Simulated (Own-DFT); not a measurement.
## Calculated data, AlGa3N4 (wurtzite random alloy, atoms displaced)

Computed with Own-DFT development build. A calculation, not a measurement: plane-wave density functional theory by an unreviewed code, no spin, of a simulated periodic cell, stress positive in tension, run twice, with PBE and with PBEsol, both on files made for PBE, so the change isn't that of files made for PBEsol, forces on such cells passed a denser k mesh, this cell's mesh not checked; the far tail of each file's local potential was reset to the Coulomb form; each entry is a single point on an unrelaxed cell, so the pressure reflects the starting lattice, mostly measured values (interpolated for alloys), from which strain is counted, and rises with the displacements; printed positions are rounded, which can move forces by about a meV/angstrom; the program, named Own-DFT, is a retired in-house code; no spin-orbit coupling; stress was not checked against mesh or cutoff.

Settings shared by all entries: functional PBE, then PBEsol; potential files PseudoDojo norm-conserving, scalar-relativistic, standard set; wave cutoff 42 hartree; occupations Fermi-Dirac; smearing width 0.1 eV; k mesh 4 x 4 x 3 centred on Gamma.

```json
{"entry": 1, "formula": "AlGa3N4", "kind": "wurtzite random alloy, atoms displaced", "structure": {"cell_angstrom": [[9.5092, 0.0, 0.0], [-4.7546, 8.2353, 0.0], [0.0, 0.0, 10.2685]], "atoms_fractional": [["Ga", 0.10509, 0.216, 0.98949], ["Ga", 0.2141, 0.09934, 0.25299], ["N", 0.10129, 0.21562, 0.18859], ["N", 0.21343, 0.11366, 0.42507], ["Ga", 0.09824, 0.22592, 0.50775], ["Ga", 0.22635, 0.12417, 0.75518], ["N", 0.10672, 0.22929, 0.68398], ["N", 0.2227, 0.10051, 0.93458], ["Al", 0.1191, 0.5666, 0.99791], ["Al", 0.22875, 0.4459, 0.23875], ["N", 0.12468, 0.55583, 0.19003], ["N", 0.21584, 0.42795, 0.44187], ["Ga", 0.09822, 0.53492, 0.49674], ["Ga", 0.2223, 0.43643, 0.75718], ["N", 0.10761, 0.54395, 0.68521], ["N", 0.23075, 0.45644, 0.92887], ["Ga", 0.10934, 0.88183, 0.0089], ["Ga", 0.20019, 0.76723, 0.2334], ["N", 0.0953, 0.89317, 0.19882], ["N", 0.22812, 0.78216, 0.43055], ["Ga", 0.10915, 0.89096, 0.49652], ["Ga", 0.21537, 0.75872, 0.73615], ["N", 0.11996, 0.89562, 0.69311], ["N", 0.23752, 0.79932, 0.94817], ["Ga", 0.45343, 0.24172, 0.9879], ["Ga", 0.56606, 0.11995, 0.23604], ["N", 0.46271, 0.2234, 0.18774], ["N", 0.54561, 0.10874, 0.45421], ["Ga", 0.44319, 0.22293, 0.50316], ["Ga", 0.56613, 0.12264, 0.75473], ["N", 0.45562, 0.21783, 0.68744], ["N", 0.5598, 0.11647, 0.92833], ["Al", 0.4505, 0.55517, 5e-05], ["Al", 0.55833, 0.43045, 0.26035], ["N", 0.45787, 0.5586, 0.19116], ["N", 0.53812, 0.43326, 0.42695], ["Ga", 0.44517, 0.56264, 0.48972], ["Ga", 0.5497, 0.43781, 0.75809], ["N", 0.42857, 0.53832, 0.693], ["N", 0.56488, 0.4413, 0.93762], ["Al", 0.45302, 0.9014, 0.99198], ["Ga", 0.56572, 0.79159, 0.25052], ["N", 0.43848, 0.88699, 0.1759], ["N", 0.56515, 0.78716, 0.44405], ["Ga", 0.45954, 0.89012, 0.49181], ["Ga", 0.55248, 0.76301, 0.73684], ["N", 0.44562, 0.89353, 0.6828], ["N", 0.55246, 0.78524, 0.93824], ["Al", 0.77809, 0.22032, 0.9972], ["Al", 0.89685, 0.11955, 0.2338], ["N", 0.78945, 0.24945, 0.17286], ["N", 0.89802, 0.12451, 0.45211], ["Ga", 0.7888, 0.21489, 0.50484], ["Ga", 0.87021, 0.10854, 0.74674], ["N", 0.79458, 0.23203, 0.68801], ["N", 0.88743, 0.10089, 0.92918], ["Ga", 0.78186, 0.54353, 0.9976], ["Ga", 0.88156, 0.42365, 0.24047], ["N", 0.77793, 0.54827, 0.18968], ["N", 0.88029, 0.44541, 0.43025], ["Ga", 0.78713, 0.55634, 0.50207], ["Al", 0.87826, 0.43709, 0.75118], ["N", 0.78501, 0.55105, 0.69004], ["N", 0.86934, 0.42884, 0.94118], ["Ga", 0.79089, 0.89466, 0.00054], ["Al", 0.89019, 0.77783, 0.23652], ["N", 0.77853, 0.8847, 0.17606], ["N", 0.88592, 0.78794, 0.44339], ["Ga", 0.78349, 0.87452, 0.50504], ["Ga", 0.89271, 0.77227, 0.73623], ["N", 0.78324, 0.88774, 0.67976], ["N", 0.89682, 0.77825, 0.94375]]}, "results": {"PBE_pressure [GPa]": 11.24, "PBE_stress_xx [GPa]": -10.01, "PBE_stress_yy [GPa]": -11.6, "PBE_stress_zz [GPa]": -12.09, "PBE_stress_yz [GPa]": -1.58, "PBE_stress_xz [GPa]": 0.89, "PBE_stress_xy [GPa]": 2.14, "PBEsol_pressure [GPa]": 6.31, "PBEsol_stress_xx [GPa]": -5.11, "PBEsol_stress_yy [GPa]": -6.65, "PBEsol_stress_zz [GPa]": -7.18, "PBEsol_stress_yz [GPa]": -1.53, "PBEsol_stress_xz [GPa]": 0.89, "PBEsol_stress_xy [GPa]": 2.04, "force_element": ["Ga", "Ga", "N", "N", "Ga", "Ga", "N", "N", "Al", "Al", "N", "N", "Ga", "Ga", "N", "N", "Ga", "Ga", "N", "N", "Ga", "Ga", "N", "N", "Ga", "Ga", "N", "N", "Ga", "Ga", "N", "N", "Al", "Al", "N", "N", "Ga", "Ga", "N", "N", "Al", "Ga", "N", "N", "Ga", "Ga", "N", "N", "Al", "Al", "N", "N", "Ga", "Ga", "N", "N", "Ga", "Ga", "N", "N", "Ga", "Al", "N", "N", "Ga", "Al", "N", "N", "Ga", "Ga", "N", "N"], "PBE_force_x [eV/angstrom]": [1.069, 0.923, 1.715, 0.434, 4.179, 0.258, 0.682, -0.583, 0.317, 1.039, -1.222, -0.033, 0.521, -1.824, -1.416, -0.192, -0.149, 1.944, 2.088, -0.518, 1.623, 0.242, -0.262, -0.024, 0.139, 0.61, -3.735, 2.737, -1.238, 0.689, -2.535, 0.84, -0.241, -0.393, -0.549, 1.103, -0.228, 0.523, 2.523, -2.131, 0.278, -0.934, 0.768, 1.614, -3.835, -1.037, 0.948, 1.494, -0.065, -1.78, 1.68, -0.516, -4.982, 3.679, -2.928, -1.511, -1.935, 0.337, -0.396, 1.464, -1.97, 1.992, -1.253, 4.373, -1.354, -2.516, 0.297, 4.417, -4.212, 0.296, -0.702, -0.637], "PBE_force_y [eV/angstrom]": [0.759, 3.097, 2.044, 0.097, -0.64, -1.488, -1.811, 1.906, -0.201, -0.637, -1.804, 3.318, 2.232, 0.167, -0.964, -0.465, 1.173, 2.09, -1.5, -1.245, 0.571, 3.049, -0.418, -3.357, -5.402, -2.576, 0.956, 1.121, -0.54, -2.24, 1.472, 0.187, 1.63, 1.48, -1.267, 1.595, -1.905, 0.467, 1.302, 3.991, -0.523, -1.203, 0.951, -1.369, 0.493, 1.698, -0.894, -1.361, -1.01, -1.497, -11.13, -4.357, 1.587, -1.593, 0.74, 2.124, 2.867, 10.19, 1.16, -1.427, 0.077, 0.909, -0.524, 0.672, -2.259, -2.197, 1.908, -3.645, 3.757, 1.398, -0.435, -1.35], "PBE_force_z [eV/angstrom]": [0.792, -1.551, -1.514, 4.192, -0.98, -2.039, 2.748, 1.769, -0.129, 1.598, -2.164, -2.655, -0.846, -2.666, 0.885, 4.495, -1.054, 2.606, -2.124, 0.126, 0.181, 0.926, -1.035, -0.996, 2.754, 2.195, -1.358, -2.596, -0.799, -2.805, 0.621, 3.471, 0.302, -3.602, -0.599, 3.48, 0.686, -2.572, -1.737, -0.091, 0.112, -0.83, 0.763, -1.748, 1.274, 1.643, 0.695, -0.424, -1.453, 1.977, -2.679, -4.642, -0.519, 0.089, 0.182, 1.126, 1.706, 4.573, 0.334, 0.088, -0.898, 0.484, -0.099, -2.201, -2.402, 1.935, 3.469, -3.646, -0.549, 2.144, 2.764, -1.181], "PBEsol_force_x [eV/angstrom]": [1.049, 0.879, 1.875, 0.433, 4.068, 0.261, 0.678, -0.586, 0.267, 1.055, -1.361, -0.057, 0.519, -1.774, -1.283, -0.187, -0.145, 1.917, 2.275, -0.524, 1.575, 0.235, -0.274, -0.196, 0.172, 0.548, -3.616, 2.682, -1.184, 0.644, -2.484, 0.71, -0.213, -0.377, -0.522, 1.038, -0.219, 0.516, 2.468, -1.981, 0.281, -0.907, 0.769, 1.564, -3.753, -1.019, 0.938, 1.597, -0.06, -1.843, 1.549, -0.506, -4.849, 3.611, -2.835, -1.372, -1.889, 0.292, -0.26, 1.455, -1.906, 1.988, -1.376, 4.158, -1.319, -2.537, 0.161, 4.325, -4.117, 0.29, -0.692, -0.618], "PBEsol_force_y [eV/angstrom]": [0.707, 2.994, 1.98, 0.072, -0.605, -1.485, -1.754, 1.896, -0.205, -0.646, -1.646, 3.237, 2.169, 0.165, -0.868, -0.59, 1.161, 2.043, -1.329, -1.212, 0.561, 3.005, -0.437, -3.264, -5.283, -2.494, 0.782, 1.082, -0.522, -2.188, 1.452, 0.283, 1.611, 1.485, -1.117, 1.547, -1.887, 0.44, 1.293, 3.808, -0.484, -1.197, 0.933, -1.344, 0.497, 1.667, -0.896, -1.308, -1.039, -1.521, -10.81, -4.217, 1.55, -1.549, 0.51, 2.017, 2.763, 9.975, 1.048, -1.39, 0.079, 0.92, -0.386, 0.803, -2.203, -2.223, 1.836, -3.555, 3.665, 1.374, -0.441, -1.309], "PBEsol_force_z [eV/angstrom]": [0.762, -1.495, -1.592, 4.095, -0.95, -1.973, 2.683, 1.708, -0.14, 1.614, -2.059, -2.479, -0.813, -2.622, 0.823, 4.265, -1.057, 2.573, -2.162, 0.123, 0.175, 0.876, -1.034, -1.015, 2.673, 2.115, -1.386, -2.525, -0.777, -2.732, 0.613, 3.262, 0.28, -3.638, -0.533, 3.672, 0.68, -2.503, -1.68, -0.15, 0.097, -0.828, 0.896, -1.712, 1.265, 1.609, 0.66, -0.504, -1.463, 1.995, -2.457, -4.435, -0.474, 0.08, 0.11, 1.066, 1.668, 4.473, 0.225, 0.108, -0.861, 0.509, -0.181, -2.098, -2.341, 1.945, 3.288, -3.452, -0.499, 2.082, 2.68, -1.131], "rms_change_of_force_components_from_PBE_to_PBEsol [eV/angstrom]": 0.085}}
{"entry": 2, "formula": "AlGa3N4", "kind": "wurtzite random alloy, atoms displaced", "structure": {"cell_angstrom": [[9.5092, 0.0, 0.0], [-4.7546, 8.2353, 0.0], [0.0, 0.0, 10.2685]], "atoms_fractional": [["Ga", 0.10819, 0.21176, 0.00147], ["Al", 0.2237, 0.10727, 0.24758], ["N", 0.10278, 0.22434, 0.17574], ["N", 0.23372, 0.11745, 0.43435], ["Ga", 0.10506, 0.21197, 0.49505], ["Ga", 0.2042, 0.0998, 0.74388], ["N", 0.08836, 0.21205, 0.70033], ["N", 0.22465, 0.1104, 0.94282], ["Ga", 0.11232, 0.55086, 0.99734], ["Ga", 0.21387, 0.45515, 0.25483], ["N", 0.11912, 0.55346, 0.19392], ["N", 0.2185, 0.43679, 0.43292], ["Al", 0.10568, 0.54858, 0.50914], ["Ga", 0.22267, 0.44081, 0.7332], ["N", 0.09995, 0.54311, 0.68905], ["N", 0.20578, 0.43815, 0.9401], ["Ga", 0.12389, 0.87707, 0.98957], ["Al", 0.2131, 0.77518, 0.24229], ["N", 0.10359, 0.88064, 0.18895], ["N", 0.21361, 0.76494, 0.4542], ["Ga", 0.12677, 0.89544, 0.49021], ["Ga", 0.21421, 0.77368, 0.76056], ["N", 0.13169, 0.89282, 0.68186], ["N", 0.22086, 0.76808, 0.9309], ["Ga", 0.43401, 0.20659, 0.0129], ["Ga", 0.54666, 0.10637, 0.24151], ["N", 0.43982, 0.21598, 0.18992], ["N", 0.54923, 0.10459, 0.43563], ["Ga", 0.43834, 0.22427, 0.50741], ["Al", 0.56412, 0.12357, 0.74574], ["N", 0.44333, 0.23037, 0.68057], ["N", 0.54735, 0.10691, 0.93493], ["Al", 0.43748, 0.55122, 0.01691], ["Ga", 0.55299, 0.45573, 0.24933], ["N", 0.4626, 0.57053, 0.19352], ["N", 0.56326, 0.44942, 0.43421], ["Ga", 0.43517, 0.54643, 0.49728], ["Ga", 0.55513, 0.45075, 0.73694], ["N", 0.44877, 0.56304, 0.69141], ["N", 0.55789, 0.4564, 0.93164], ["Ga", 0.45068, 0.88151, 0.99289], ["Al", 0.55074, 0.76391, 0.26838], ["N", 0.45002, 0.88751, 0.19904], ["N", 0.53354, 0.75614, 0.44686], ["Al", 0.43403, 0.88322, 0.49255], ["Al", 0.54742, 0.77885, 0.74709], ["N", 0.44466, 0.88088, 0.68628], ["N", 0.54901, 0.7664, 0.93461], ["Ga", 0.79168, 0.22986, 0.99659], ["Ga", 0.90737, 0.12142, 0.25551], ["N", 0.78817, 0.22745, 0.17649], ["N", 0.88179, 0.09842, 0.44331], ["Ga", 0.77975, 0.23206, 0.51096], ["Ga", 0.89656, 0.12126, 0.75405], ["N", 0.76723, 0.21869, 0.70341], ["N", 0.89353, 0.10691, 0.94214], ["Al", 0.80301, 0.57428, 0.98605], ["Ga", 0.89016, 0.44615, 0.25641], ["N", 0.78166, 0.55545, 0.18239], ["N", 0.90333, 0.4506, 0.44216], ["Ga", 0.77786, 0.55375, 0.4875], ["Ga", 0.90599, 0.45145, 0.75079], ["N", 0.77107, 0.55992, 0.68227], ["N", 0.89152, 0.43841, 0.93821], ["Ga", 0.76935, 0.88974, 0.00086], ["Ga", 0.89197, 0.76773, 0.23895], ["N", 0.79868, 0.89418, 0.19158], ["N", 0.88384, 0.75842, 0.43433], ["Ga", 0.78293, 0.88425, 0.50295], ["Ga", 0.88714, 0.76498, 0.74133], ["N", 0.78767, 0.8826, 0.69923], ["N", 0.88743, 0.77453, 0.94026]]}, "results": {"PBE_pressure [GPa]": 10.28, "PBE_stress_xx [GPa]": -10.5, "PBE_stress_yy [GPa]": -10.93, "PBE_stress_zz [GPa]": -9.42, "PBE_stress_yz [GPa]": 1.17, "PBE_stress_xz [GPa]": 0.02, "PBE_stress_xy [GPa]": 0.74, "PBEsol_pressure [GPa]": 5.37, "PBEsol_stress_xx [GPa]": -5.56, "PBEsol_stress_yy [GPa]": -5.99, "PBEsol_stress_zz [GPa]": -4.55, "PBEsol_stress_yz [GPa]": 1.14, "PBEsol_stress_xz [GPa]": 0.01, "PBEsol_stress_xy [GPa]": 0.7, "force_element": ["Ga", "Al", "N", "N", "Ga", "Ga", "N", "N", "Ga", "Ga", "N", "N", "Al", "Ga", "N", "N", "Ga", "Al", "N", "N", "Ga", "Ga", "N", "N", "Ga", "Ga", "N", "N", "Ga", "Al", "N", "N", "Al", "Ga", "N", "N", "Ga", "Ga", "N", "N", "Ga", "Al", "N", "N", "Al", "Al", "N", "N", "Ga", "Ga", "N", "N", "Ga", "Ga", "N", "N", "Al", "Ga", "N", "N", "Ga", "Ga", "N", "N", "Ga", "Ga", "N", "N", "Ga", "Ga", "N", "N"], "PBE_force_x [eV/angstrom]": [0.034, -1.114, 3.639, -1.968, -0.115, 1.445, 5.931, -0.276, -0.724, 4.282, -4.114, -1.279, 1.104, 0.457, 3.111, 3.511, -3.73, 1.778, 2.99, 1.214, -1.741, 2.252, -2.26, 1.437, 1.019, 2.386, -1.422, 0.345, 2.294, -3.295, 0.256, 1.011, 0.802, 3.014, -2.893, -1.397, 1.053, 0.067, -1.456, 0.484, -0.53, 0.499, -0.792, 0.522, 1.039, 2.169, -1.132, 0.154, -1.119, -2.797, -0.722, -0.38, -0.366, -4.816, 2.226, -1.282, -2.369, -0.187, 0.091, -0.817, 0.553, -4.951, 2.438, -1.035, 1.109, -1.75, -2.8, 0.286, -0.465, 0.661, -2.769, 1.2], "PBE_force_y [eV/angstrom]": [0.979, 0.234, 1.147, -0.865, 0.217, 1.691, 3.05, -1.501, -0.245, -2.82, 3.253, -0.258, 0.997, 0.167, 2.401, -0.166, 2.008, -0.042, 1.93, -0.269, -1.233, 0.19, -0.943, -0.449, 2.581, 1.058, 0.95, 0.363, 0.549, -2.691, -1.308, 0.016, -0.327, -2.062, -0.983, -1.353, -0.718, -0.584, -0.371, -0.464, 1.122, 3.557, -2.321, 3.326, 0.096, -0.068, 1.767, -0.455, -2.133, -1.968, -0.369, 1.659, -1.809, -4.361, 1.658, -0.074, -4.769, -0.837, -1.418, -1.331, -1.259, -2.252, -2.089, 2.807, -0.738, 0.447, -0.49, 4.316, -1.755, 2.122, 1.063, 2.428], "PBE_force_z [eV/angstrom]": [-1.825, -0.608, 3.727, -1.182, 0.749, 1.612, -3.92, -1.278, 1.183, -0.629, -1.919, 2.434, -0.957, 2.811, -1.683, -0.636, 1.442, 1.46, -0.508, -2.72, 0.761, -4.558, -0.105, 3.048, -3.241, 1.177, 1.543, 0.768, -2.832, 1.232, 2.81, -0.32, -3.679, -0.266, -0.8, 0.285, 1.226, 2.807, -1.442, 1.643, 1.019, -1.265, -0.907, -0.809, 1.4, 0.404, -0.345, 0.082, -0.22, -0.66, 2.956, -0.041, -0.913, 1.958, -1.804, -0.851, 1.683, -1.606, -0.895, 0.135, 2.132, 1.208, -0.87, -0.598, 0.463, 1.425, 0.402, -0.604, 0.591, 1.418, -1.244, -1.254], "PBEsol_force_x [eV/angstrom]": [-0.009, -1.147, 3.457, -1.92, -0.116, 1.412, 5.815, -0.266, -0.701, 4.157, -4.003, -1.148, 1.137, 0.421, 3.027, 3.333, -3.665, 1.767, 2.774, 1.029, -1.677, 2.198, -2.217, 1.377, 1.001, 2.317, -1.24, 0.332, 2.224, -3.344, 0.153, 0.979, 0.764, 2.948, -2.783, -1.371, 1.04, 0.052, -1.421, 0.491, -0.513, 0.529, -0.79, 0.605, 1.031, 2.187, -1.269, 0.143, -1.063, -2.723, -0.696, -0.333, -0.352, -4.682, 2.423, -1.261, -2.336, -0.178, 0.096, -0.99, 0.53, -4.798, 2.374, -0.874, 1.113, -1.708, -2.659, 0.268, -0.429, 0.608, -2.599, 1.173], "PBEsol_force_y [eV/angstrom]": [0.958, 0.228, 1.15, -0.855, 0.209, 1.646, 2.989, -1.471, -0.279, -2.776, 3.021, -0.3, 0.981, 0.153, 2.332, -0.204, 1.969, -0.04, 1.82, -0.166, -1.223, 0.197, -0.921, -0.434, 2.491, 1.035, 0.979, 0.502, 0.539, -2.708, -1.2, -0.006, -0.347, -1.999, -1.163, -1.315, -0.676, -0.569, -0.56, -0.526, 1.109, 3.576, -2.13, 3.141, 0.105, -0.057, 1.721, -0.301, -2.065, -1.924, -0.346, 1.628, -1.759, -4.251, 1.756, -0.061, -4.802, -0.825, -1.358, -1.405, -1.213, -2.224, -2.02, 2.665, -0.699, 0.446, -0.451, 4.214, -1.704, 2.085, 1.073, 2.613], "PBEsol_force_z [eV/angstrom]": [-1.771, -0.617, 3.616, -0.985, 0.723, 1.573, -3.835, -1.235, 1.127, -0.604, -1.914, 2.329, -0.949, 2.773, -1.461, -0.633, 1.405, 1.469, -0.586, -2.673, 0.781, -4.453, -0.083, 2.972, -3.161, 1.15, 1.423, 0.705, -2.762, 1.221, 2.667, -0.163, -3.663, -0.233, -0.677, 0.278, 1.192, 2.738, -1.484, 1.517, 0.976, -1.262, -0.957, -0.664, 1.4, 0.409, -0.312, 0.189, -0.191, -0.681, 2.885, -0.052, -0.9, 1.929, -1.852, -0.84, 1.686, -1.575, -0.734, 0.048, 2.083, 1.199, -0.847, -0.634, 0.45, 1.389, 0.349, -0.594, 0.585, 1.38, -1.27, -1.311], "rms_change_of_force_components_from_PBE_to_PBEsol [eV/angstrom]": 0.079}}
```
